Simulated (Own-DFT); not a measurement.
GaP (zincblende, strained, atoms displaced) (calculated)

Computed with Own-DFT development build. A calculation, not a measurement: plane-wave PBE density functional theory by an unreviewed code, no spin, of a simulated periodic cell, stress positive in tension, free energy of the whole cell less one offset for each atom, forces on such cells passed a denser k mesh, this cell's mesh not checked; offsets are fitted by least squares, one for each functional and potential file, so energies compare only between cells with the same atoms and settings and are not formation energies; the far tail of each file's local potential was reset to the Coulomb form; each entry is a single point on an unrelaxed cell, so the pressure reflects the starting lattice, mostly measured values (interpolated for alloys), from which strain is counted, and rises with the displacements; printed positions are rounded, which can move forces by about a meV/angstrom; the program, named Own-DFT, is a retired in-house code; no spin-orbit coupling.

```yaml
- formula: GaP
  kind: "zincblende, strained, atoms displaced"
  structure:
    cell_angstrom: [[10.862, 0.0, 0.0], [0.0, 10.862, 0.0], [0.0, 0.0, 10.9439]]
    atoms_fractional:
      - [Ga, 0.9964, 0.99861, 0.00602]
      - [Ga, 0.99711, 0.25249, 0.24828]
      - [Ga, 0.25452, 0.99907, 0.25312]
      - [Ga, 0.24967, 0.24708, 0.9981]
      - [P, 0.12623, 0.12451, 0.12416]
      - [P, 0.12658, 0.37689, 0.37728]
      - [P, 0.37462, 0.12579, 0.37465]
      - [P, 0.37794, 0.37607, 0.1246]
      - [Ga, 0.00148, 0.0027, 0.50211]
      - [Ga, 0.99801, 0.25013, 0.74993]
      - [Ga, 0.2503, 0.99583, 0.74994]
      - [Ga, 0.24658, 0.24504, 0.49403]
      - [P, 0.1304, 0.1232, 0.62328]
      - [P, 0.12461, 0.37707, 0.87181]
      - [P, 0.37219, 0.13041, 0.8707]
      - [P, 0.37417, 0.3767, 0.62222]
      - [Ga, 0.00279, 0.5004, 0.00078]
      - [Ga, 0.99487, 0.75017, 0.24996]
      - [Ga, 0.24646, 0.50268, 0.25003]
      - [Ga, 0.2476, 0.75353, 0.00212]
      - [P, 0.12879, 0.6253, 0.12498]
      - [P, 0.12537, 0.87501, 0.37606]
      - [P, 0.37352, 0.61875, 0.37709]
      - [P, 0.3748, 0.87227, 0.12238]
      - [Ga, 0.99575, 0.50263, 0.50062]
      - [Ga, 0.99309, 0.74888, 0.75342]
      - [Ga, 0.25365, 0.50263, 0.74505]
      - [Ga, 0.24837, 0.75681, 0.50044]
      - [P, 0.12783, 0.62194, 0.621]
      - [P, 0.12627, 0.87503, 0.87568]
      - [P, 0.37415, 0.62401, 0.8789]
      - [P, 0.37556, 0.87593, 0.63014]
      - [Ga, 0.5006, 0.99915, 0.00146]
      - [Ga, 0.49844, 0.25093, 0.25212]
      - [Ga, 0.75386, 0.00225, 0.24716]
      - [Ga, 0.7501, 0.24673, 0.99958]
      - [P, 0.62511, 0.12476, 0.12398]
      - [P, 0.62385, 0.37301, 0.37479]
      - [P, 0.87189, 0.12685, 0.37451]
      - [P, 0.88203, 0.37512, 0.12848]
      - [Ga, 0.50068, 0.00273, 0.49542]
      - [Ga, 0.50537, 0.25616, 0.74871]
      - [Ga, 0.74813, 0.00443, 0.74941]
      - [Ga, 0.7514, 0.24847, 0.50042]
      - [P, 0.62372, 0.1257, 0.62428]
      - [P, 0.62246, 0.3775, 0.87447]
      - [P, 0.87666, 0.12893, 0.88096]
      - [P, 0.87167, 0.37849, 0.62098]
      - [Ga, 0.50096, 0.50092, 0.00294]
      - [Ga, 0.50041, 0.74719, 0.25309]
      - [Ga, 0.75168, 0.49931, 0.24843]
      - [Ga, 0.75166, 0.74848, 0.99913]
      - [P, 0.62436, 0.62505, 0.12562]
      - [P, 0.62566, 0.87283, 0.37555]
      - [P, 0.86976, 0.62459, 0.37594]
      - [P, 0.88035, 0.87276, 0.1238]
      - [Ga, 0.49967, 0.5013, 0.50496]
      - [Ga, 0.50215, 0.75332, 0.74914]
      - [Ga, 0.7486, 0.50203, 0.74798]
      - [Ga, 0.74526, 0.74708, 0.50034]
      - [P, 0.62801, 0.62228, 0.62334]
      - [P, 0.62444, 0.8709, 0.87282]
      - [P, 0.87292, 0.62517, 0.87663]
      - [P, 0.87609, 0.87039, 0.62008]
  settings:
    functional: PBE
    potential_files: "PseudoDojo norm-conserving, scalar-relativistic, standard set"
    "wave_cutoff [hartree]": 42.0
    occupations: Fermi-Dirac
    "smearing_width [eV]": 0.1
    hardware: "one NVIDIA H100"
    k_mesh: "3 x 3 x 3 centred on Gamma"
  results:
    "pressure [GPa]": null
```

Question: Give the missing pressure for GaP (zincblende, strained, atoms displaced).
Answer: 3.13 GPa

Question: Give the table of force values for GaP (zincblende, strained, atoms displaced).
Answer: 
Force:
```
element  x (eV/Å)  y (eV/Å)  z (eV/Å)
     Ga     0.875      0.32    -0.723
     Ga     0.915    -0.496     0.639
     Ga    -0.417    -0.161    -0.526
     Ga    -0.071     0.636     0.097
      P    -0.074    -0.061     0.502
      P    -0.666    -0.128    -0.356
      P     0.214    -0.104    -0.142
      P    -0.662    -0.226     0.136
     Ga    -0.165    -0.182    -0.334
     Ga     0.257     0.193    -0.308
     Ga     0.012     0.514     0.313
     Ga     0.369     0.683     0.505
      P    -0.683     0.142     0.485
      P     0.235    -0.058     0.036
      P     0.704    -0.656     0.081
      P     0.011    -0.691      0.02
     Ga     0.046     0.003    -0.169
     Ga      0.76    -0.457     0.384
     Ga     0.522    -0.567    -0.009
     Ga     0.212    -0.402    -0.378
      P    -0.771     0.327     0.106
      P    -0.359     0.265    -0.391
      P     0.053     0.958     0.082
      P     0.322     0.278     0.662
     Ga     0.474    -0.092    -0.243
     Ga     0.954    -0.049    -0.473
     Ga    -0.177    -0.159     0.501
     Ga     0.416    -0.728     0.099
      P    -0.602     0.761     0.457
      P    -0.751     0.077    -0.007
      P     0.148     0.388    -0.419
      P      0.29     0.059    -0.949
     Ga    -0.284     0.142    -0.607
     Ga     0.173      0.01    -0.334
     Ga    -0.313    -0.444     0.106
     Ga    -0.135     0.932     0.304
      P    -0.123     0.002     0.275
      P     0.194     0.319     0.214
      P     0.646     -0.22     0.056
      P    -1.075     0.295    -0.887
     Ga    -0.096    -0.404     0.517
     Ga    -0.783    -0.314    -0.206
     Ga     0.454    -0.519      0.11
     Ga    -0.449      0.25    -0.111
      P     0.083     0.117    -0.064
      P     0.733     0.058     0.368
      P    -0.039    -0.742    -0.765
      P     0.249    -0.489     0.566
     Ga    -0.134     0.028    -0.239
     Ga    -0.381    -0.055    -0.068
     Ga    -0.302    -0.246     0.069
     Ga    -0.357     0.175     0.218
      P     0.399     0.075     0.024
      P     0.031     0.437    -0.337
      P     0.324     0.142    -0.218
      P    -1.081     0.022     0.189
     Ga     0.104    -0.367    -0.605
     Ga    -0.294    -0.957     0.086
     Ga     0.172    -0.319     0.412
     Ga      0.35     0.273    -0.099
      P    -0.654     0.507     0.395
      P     0.435     0.773     0.418
      P     0.126    -0.515     0.033
      P    -0.361     0.648     0.502
```

Further results for GaP (zincblende, strained, atoms displaced):

| Property | Result |
| --- | --- |
| free energy of cell above offsets | -35.043 eV |
| stress xx | -3.29 GPa |
| stress yy | -3.31 GPa |
| stress zz | -2.79 GPa |
| stress yz | 0.29 GPa |
| stress xz | -0.26 GPa |
| stress xy | -0.1 GPa |
| wall time | 495.8 s |
